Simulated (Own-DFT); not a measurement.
# How strain changes the stress of beta-Si3N4, 112 atoms (N64Si48)

Calculated results; nothing here was measured. They come from Own-DFT, an in-house plane-wave density functional program, since retired, whose code no person has reviewed. Each row is one single-point run on a periodic cell that was not relaxed, without spin or spin-orbit coupling.

Settings of every run: PBE; PseudoDojo norm-conserving scalar-relativistic files; cutoff 42 hartree; 2 x 2 x 4 k mesh centred on Gamma; Fermi-Dirac smearing of 0.1 eV.

Known limits: forces on such cells moved up to 12 meV/angstrom on a denser k mesh; stress not checked against mesh or cutoff.

Unstrained cell vectors in Å: (15.212, 0.000, 0.000); (-7.606, 13.174, 0.000); (0.000, 0.000, 5.818). The unstrained cell has measured lattice constants (interpolated for alloys), not those of this functional. That, the random moves and any unrelaxed bonds set the pressure at no strain. Each run strains this cell uniformly, with the atoms carried along. Every atom was also moved at random, by a Gaussian of width 0.05 Å on each axis. Strain is the symmetric tensor, in per cent. Stress is positive in tension, and the pressure is minus a third of its trace.

```
run  e_xx (%)  e_yy (%)  e_zz (%)  e_yz (%)  e_xz (%)  e_xy (%)  s_xx (GPa)  s_yy (GPa)  s_zz (GPa)  s_yz (GPa)  s_xz (GPa)  s_xy (GPa)  P (GPa)  E (meV/atom)
  1      1.83      1.93      0.65      1.61     -0.07      0.10        3.08        5.68       -2.98        4.59       -1.46        0.50    -1.93           0.0
  2      1.31      1.08     -0.98      0.18      1.97     -1.04       -2.24       -0.71      -12.52       -0.16        5.47       -4.66     5.16           7.1
  3      1.28      0.57     -0.54      0.97     -1.31     -1.94       -0.78       -3.34      -14.93        3.66       -3.57       -8.15     6.35          42.2
  4     -0.07      1.40     -1.14      1.22      1.85      0.22       -8.85       -1.67      -16.52        4.21        5.26        0.87     9.01          27.5
  5      0.30      1.99     -1.58     -0.14      0.34      0.78       -5.34        1.67      -17.65       -2.90        1.67        3.58     7.11           2.9
  6     -0.24     -0.75      1.43      0.93      1.78      0.98       -8.37       -8.16       -4.83        3.91        6.96        3.27     7.12          32.1
  7      0.84     -1.81     -0.39      0.67     -1.65      0.10       -3.95      -19.07      -14.21        1.70       -5.73        2.13    12.41          24.0
  8     -0.48      1.37      0.07     -0.88     -1.03     -1.32       -7.32       -1.86      -10.28       -2.79       -4.27       -4.23     6.49           9.6
  9     -1.30      1.42     -0.44      1.69      1.33      0.92      -11.46       -0.57      -17.20        5.62        5.39        2.79     9.74          42.6
 10      1.02      0.18     -1.55     -1.94      1.25     -1.62       -4.98       -6.92      -19.89       -6.09        4.64       -7.67    10.60          32.7
 11     -0.64      1.19     -1.33      0.63     -1.89      0.88      -11.71       -3.33      -18.65        0.60       -6.66        3.29    11.23          20.3
 12      1.61     -1.23     -0.45      1.50     -1.89     -1.15       -1.19      -13.99      -16.30        7.77       -7.79       -4.79    10.50          47.9
 13      0.46      0.16     -0.13     -0.53      1.83      1.24       -7.58       -3.92      -10.80       -2.85        3.99        6.54     7.43          20.6
 14      0.38     -0.76     -1.27     -1.59      0.60     -0.69       -6.71      -11.76      -18.70       -5.43        0.39       -2.27    12.39           8.3
 15     -1.06      1.11     -1.58      0.58      0.70      0.85           ?           ?           ?           ?           ?           ?        ?             ?
```

E is the free energy for each atom above the lowest run shown.

## Worked fit

Each stress component was fitted by least squares to a constant and the strains of the runs shown, as fractions, with shears doubled. Shear strains stay in the fit of a normal stress only where such slopes are resolved. The slopes, in GPa:

| stress | at no strain | per e_xx | per e_yy | per e_zz | scatter |
|---|---|---|---|---|---|
| s_xx | -7.3 | 446 ± 39 | 67 ± 30 | 96 ± 41 | 1.24 |
| s_yy | -7.1 | 84 ± 42 | 554 ± 32 | 150 ± 44 | 1.35 |
| s_zz | -12.2 | 148 ± 51 | 128 ± 39 | 565 ± 53 | 1.63 |

Each shear stress against twice its own strain: yz 193 ± 12, xz 170 ± 13, xy 226 ± 16 GPa. These are stiffnesses along x, y and z of the frame in which the cell vectors are given, which need not be the crystal's axes. The atoms are held to the strained lattice; where symmetry lets them move under strain, relaxing them would lower some slopes. The table should be nearly symmetric about its diagonal, and what it lacks of that shows the noise. A ninth of its sum, 249 ± 11 GPa, estimates the bulk modulus near the mean pressure of these runs, 8.1 GPa, so it lies above the value at zero pressure.

## Withheld run

Question: what normal stresses and pressure should run 15 give?

The fit gives s_xx = -12.8, s_yy = -4.2, s_zz = -21.2 and P = 12.7 GPa. The calculation gave -13.07, -4.40, -22.23 and P = 13.23 GPa.
